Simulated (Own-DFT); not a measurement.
# Which arrangement is lower? In48P48, 96 atoms

These are calculations, not measurements. They come from Own-DFT, an in-house plane-wave density functional program, since retired, whose code no person has reviewed. Each row is one single-point run on a periodic cell that was not relaxed, without spin or spin-orbit coupling.

Settings of every run: PBE; PseudoDojo norm-conserving scalar-relativistic files; cutoff 36 hartree; 2 x 3 x 3 k mesh centred on Gamma; Fermi-Dirac smearing of 0.1 eV.

Known limits, some of them of some rows only: not probed for a lower state with spin; forces on such cells failed a check on a denser k mesh; forces not confirmed at this smearing and k mesh; stress not checked against mesh or cutoff.

All cells hold the same atoms in the same cell, with vectors in Å (17.606, 0.000, 0.000); (0.000, 11.737, 0.000); (0.000, 0.000, 11.737). Every atom was moved at random from its ideal site; u is the rms move along one axis. The defect's site can differ from row to row. E is the free energy of the cell above the lowest run. The arrangements:

- A: zincblende InP
- B: zincblende InP, with one In on a P site and one P on an In site, 2.5 Å apart

| arrangement | u (Å) | E (eV) | P (GPa) |
|---|---|---|---|
| A | 0.0197 | 0.026 | 3.21 |
| A | 0.0201 | 0.010 | 3.21 |
| A | 0.0206 | 0.000 | 3.21 |
| A | 0.0472 | 2.138 | 3.46 |
| A | 0.0503 | 3.173 | 3.62 |
| A | 0.0520 | 3.254 | 3.60 |
| B | 0.0297 | 4.612 | 3.51 |
| B | 0.0304 | 4.831 | 3.53 |
| B | 0.0313 | 4.751 | 3.54 |
| B | 0.0500 | 7.196 | 3.87 |
| B | 0.0510 | 7.158 | 3.86 |
| B | 0.0545 | 7.412 | 3.90 |

Question: once the cost of the random moves is taken out, how do the arrangements rank?

## Worked answer

Fit E = a + b u², with one b for all and one a for each arrangement, and with residuals divided by u², since the noise grows with the moves. Then b = 1384 eV/Å², the scatter at u = 0.04 Å is 0.16 eV, and against A:

- B: 4.01 ± 0.07 eV (higher)

These are energies of unrelaxed cells. Relaxing the atoms lowers the strained arrangements most, so the gaps would shrink and small ones could change sign.
